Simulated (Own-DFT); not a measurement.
# What a defect does to the pressure of its cell: 4H SiC

Everything here is calculated. The program is Own-DFT (plane waves, in-house, since retired, never reviewed by a person); positions were held fixed, and spin and spin-orbit coupling were off.

Common settings: PBE; PseudoDojo norm-conserving scalar-relativistic files; cutoff 42 hartree; 4 x 4 x 3 k mesh centred on Gamma; Fermi-Dirac smearing of 0.1 eV.

Caveats (not all hold for every row): some atoms lie very close together; not probed for a lower state with spin; forces on such cells failed a check on a denser k mesh; forces on such cells passed a denser k mesh, each cell not checked; stress not checked against mesh or cutoff.

All runs share one cell, with vectors in Å (9.248, 0.000, 0.000); (-4.624, 8.009, 0.000); (0.000, 0.000, 10.068) and a volume of 745.7 Å³. u is the rms random offset of the atoms per axis. The defect's site can differ from row to row.

```
cell,formula,u (Å),P (GPa)
no defect,C36Si36,0.0290,3.55
no defect,C36Si36,0.0319,3.71
no defect,C36Si36,0.0643,6.14
one Al on a Si site and one N on a C site,AlC35NSi35,0.0456,5.05
one Al on a Si site and one N on a C site,AlC35NSi35,0.0498,5.58
one Al on a Si site and one N on a C site,AlC35NSi35,0.0499,5.13
one Si on a C site,C35Si37,0.0491,11.73
one Si on a C site,C35Si37,0.0506,11.18
one Si on a C site,C35Si37,0.0526,11.58
one C on a Si site and one Si on a C site,C36Si36,0.0263,6.96
one C on a Si site and one Si on a C site,C36Si36,0.0319,7.57
one C on a Si site and one Si on a C site,C36Si36,0.0513,?
one C on a Si site and one Si on a C site,C36Si36,0.0518,8.42
one C vacancy,C35Si36,0.0301,3.31
one C vacancy,C35Si36,0.0311,3.45
one C vacancy,C35Si36,0.0521,5.68
```

## Analysis

P = P0 + c u² + a shift for each defect gives P0 = 2.78 GPa, c = 845 ± 96 GPa/Å² and a scatter of 0.33 GPa. The shifts, and each times the cell's volume:

- one Si on a C site: 6.54 ± 0.27 GPa, 30.4 eV
- one C on a Si site and one Si on a C site: 3.64 ± 0.27 GPa, 16.9 eV
- one Al on a Si site and one N on a C site: 0.49 ± 0.27 GPa, 2.3 eV (not resolved)
- one C vacancy: 0.08 ± 0.27 GPa, 0.4 eV (not resolved)

Against the defect-free cell, a freed cell would be larger where the shift is positive and smaller where it is negative (160.2 GPa Å³ is 1 eV). The atoms around the defects weren't relaxed, which would change these numbers.

## Check

Asked: what pressure belongs in the blank (one C on a Si site and one Si on a C site, u = 0.0513 Å)?

The fitted form gives 8.64 ± 0.39 GPa. The hidden result is 9.01 GPa.
